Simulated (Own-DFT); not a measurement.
# Strain and stress in bcc W, 16 atoms (W16)

Calculated results; nothing here was measured. The program, named Own-DFT, is a retired in-house plane-wave density functional code that no person has reviewed. Each row is one single-point run on a periodic cell that was not relaxed, without spin or spin-orbit coupling.

Settings of every run: PBE; PseudoDojo norm-conserving scalar-relativistic files; cutoff 50 hartree; 5 x 5 x 5 k mesh centred on Gamma; cold (Marzari-Vanderbilt) smearing of 0.2 eV.

Known limits: forces on such cells failed a check on a denser k mesh; stress not checked against mesh or cutoff.

Unstrained cell vectors in Å: (6.330, 0.000, 0.000); (0.000, 6.330, 0.000); (0.000, 0.000, 6.330). The unstrained cell has measured lattice constants (interpolated for alloys), not those of this functional. That, the random moves and any unrelaxed bonds set the pressure at no strain. Each run strains this cell uniformly, with the atoms carried along. Every atom was also moved at random, by a Gaussian of width 0.05 Å on each axis. Strain is the symmetric tensor, in per cent. Stress is positive in tension, and the pressure is minus a third of its trace.

```
run  e_xx (%)  e_yy (%)  e_zz (%)  e_yz (%)  e_xz (%)  e_xy (%)  s_xx (GPa)  s_yy (GPa)  s_zz (GPa)  s_yz (GPa)  s_xz (GPa)  s_xy (GPa)  P (GPa)  E (meV/atom)
  1     -1.00      1.07      0.17      0.74      1.97      0.87      -10.98       -4.65       -6.50        1.72        5.62        2.37     7.37          27.8
  2     -0.33      0.31     -1.17      0.20     -0.09     -1.36      -11.88       -9.33      -14.05        0.70       -0.57       -4.23    11.76          21.8
  3      1.21     -0.42      1.37      1.50      1.41      0.25       -0.14       -5.21        0.65        4.41        3.84        0.25     1.57          30.9
  4     -1.46      1.31      1.55      1.15     -1.75      0.09       -9.97       -1.20       -0.31        3.56       -5.06        0.74     3.83          22.3
  5      0.31      0.36     -1.37      1.99      0.47      1.67       -9.05       -8.31      -14.72        5.97        0.68        5.35    10.70          40.7
  6      1.04      1.16      0.41      0.70     -0.70     -1.38        1.04        0.49       -0.87        1.75       -1.84       -3.70    -0.22           4.6
  7     -1.96     -1.05     -0.01      0.64     -1.72      1.65      -23.06      -20.26      -16.92        3.77       -6.65        6.40    20.08         101.8
  8     -1.64     -1.08     -1.26      1.59      0.65     -1.27      -23.01      -20.79      -21.51        5.89        3.26       -4.91    21.77          63.7
  9     -0.41     -0.99      1.37      0.94     -0.15     -1.30       -9.31      -11.21       -4.87        2.87       -0.36       -3.91     8.47          30.3
 10      0.34     -0.93     -0.51      0.24     -0.47      0.16       -7.88      -12.78      -11.52        0.83       -1.55        0.46    10.73           0.0
 11     -0.84     -0.19      0.61      0.97     -1.04      0.42      -10.74       -9.40       -6.02        3.44       -3.22        1.37     8.72           2.0
 12     -1.59      1.59     -0.31     -1.86     -1.21      0.71      -14.46       -4.46      -10.22       -5.79       -3.54        1.68     9.71          40.0
 13     -1.35     -1.11      0.21      0.66     -1.65     -0.80      -18.46      -17.45      -12.69        1.67       -5.71       -2.56    16.20          60.9
 14     -1.78     -1.31      0.45      1.49      1.96     -1.59      -20.86      -19.53      -13.95        6.05        7.36       -6.08    18.11          86.8
 15     -1.93      0.62     -1.79     -0.23      1.04      0.85           ?           ?           ?           ?           ?           ?        ?             ?
```

E is the free energy for each atom above the lowest run shown.

## Worked fit

Each stress component was fitted by least squares to a constant and the strains of the runs shown, as fractions, with shears doubled. Shear strains stay in the fit of a normal stress only where such slopes are resolved. The slopes, in GPa:

```
stress,at no strain,per e_xx,per e_yy,per e_zz,scatter
s_xx,-8.1,583 ± 23,230 ± 24,219 ± 25,0.88
s_yy,-8.3,255 ± 19,544 ± 20,202 ± 21,0.73
s_zz,-8.2,250 ± 22,249 ± 23,530 ± 24,0.84
```

Each shear stress against twice its own strain: yz 158 ± 12, xz 161 ± 7, xy 163 ± 6 GPa. These are stiffnesses along x, y and z of the frame in which the cell vectors are given, which need not be the crystal's axes. The atoms are held to the strained lattice; where symmetry lets them move under strain, relaxing them would lower some slopes. The table should be nearly symmetric about its diagonal, and what it lacks of that shows the noise. A ninth of its sum, 340 ± 11 GPa, estimates the bulk modulus near the mean pressure of these runs, 10.6 GPa, so it lies above the value at zero pressure.

## Withheld run

Question: what normal stresses and pressure should run 15 give?

The fit gives s_xx = -21.9, s_yy = -13.5, s_zz = -20.9 and P = 18.8 GPa. The calculation gave -21.42, -12.85, -21.54 and P = 18.60 GPa.
